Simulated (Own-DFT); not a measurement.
# Which arrangement is lower? C36Si36, 72 atoms

Calculated results; nothing here was measured. They come from Own-DFT, an in-house plane-wave density functional program, since retired, whose code no person has reviewed. Each row is one single-point run on a periodic cell that was not relaxed, without spin or spin-orbit coupling.

Settings of every run: PBE; PseudoDojo norm-conserving scalar-relativistic files; cutoff 42 hartree; 4 x 4 x 3 k mesh centred on Gamma; Fermi-Dirac smearing of 0.1 eV.

Known limits, some of them of some rows only: some atoms lie very close together; not probed for a lower state with spin; forces on such cells passed a denser k mesh, each cell not checked; stress not checked against mesh or cutoff.

All cells hold the same atoms in the same cell, with vectors in Å (9.248, 0.000, 0.000); (-4.624, 8.009, 0.000); (0.000, 0.000, 10.068). Every atom was moved at random from its ideal site; u is the rms move along one axis. The defect's site can differ from row to row. E is the free energy of the cell above the lowest run. The arrangements:

- A: 2H SiC
- B: 4H SiC
- C: 4H SiC, with one C on a Si site and one Si on a C site, 1.9 Å apart

| arrangement | u (Å) | E (eV) | P (GPa) |
|---|---|---|---|
| A | 0.0282 | 0.394 | 3.90 |
| A | 0.0291 | 0.181 | 3.81 |
| A | 0.0313 | 0.617 | 3.88 |
| A | 0.0587 | 7.872 | 6.46 |
| A | 0.0590 | 8.647 | 6.54 |
| A | 0.0603 | 8.162 | 6.54 |
| B | 0.0277 | 0.133 | 3.78 |
| B | 0.0301 | 0.262 | 3.88 |
| B | 0.0303 | 0.000 | 3.66 |
| B | 0.0565 | 6.334 | 5.75 |
| B | 0.0604 | 6.738 | 5.93 |
| B | 0.0628 | 9.072 | 6.34 |
| C | 0.0285 | 10.466 | 7.21 |
| C | 0.0288 | 10.316 | 7.25 |
| C | 0.0306 | 10.529 | 7.38 |
| C | 0.0486 | 14.418 | 8.47 |
| C | 0.0513 | 14.425 | 8.37 |
| C | 0.0536 | 19.187 | 9.80 |

Question: once the cost of the random moves is taken out, how do the arrangements rank?

## Worked answer

Fit E = a + b u², with one b for all and one a for each arrangement, and with residuals divided by u², since the noise grows with the moves. Then b = 2862 eV/Å², the scatter at u = 0.04 Å is 0.58 eV, and against A:

- B: -0.27 ± 0.25 eV (not told apart from A)
- C: 10.09 ± 0.25 eV (higher)

These are energies of unrelaxed cells. Relaxing the atoms lowers the strained arrangements most, so the gaps would shrink and small ones could change sign.
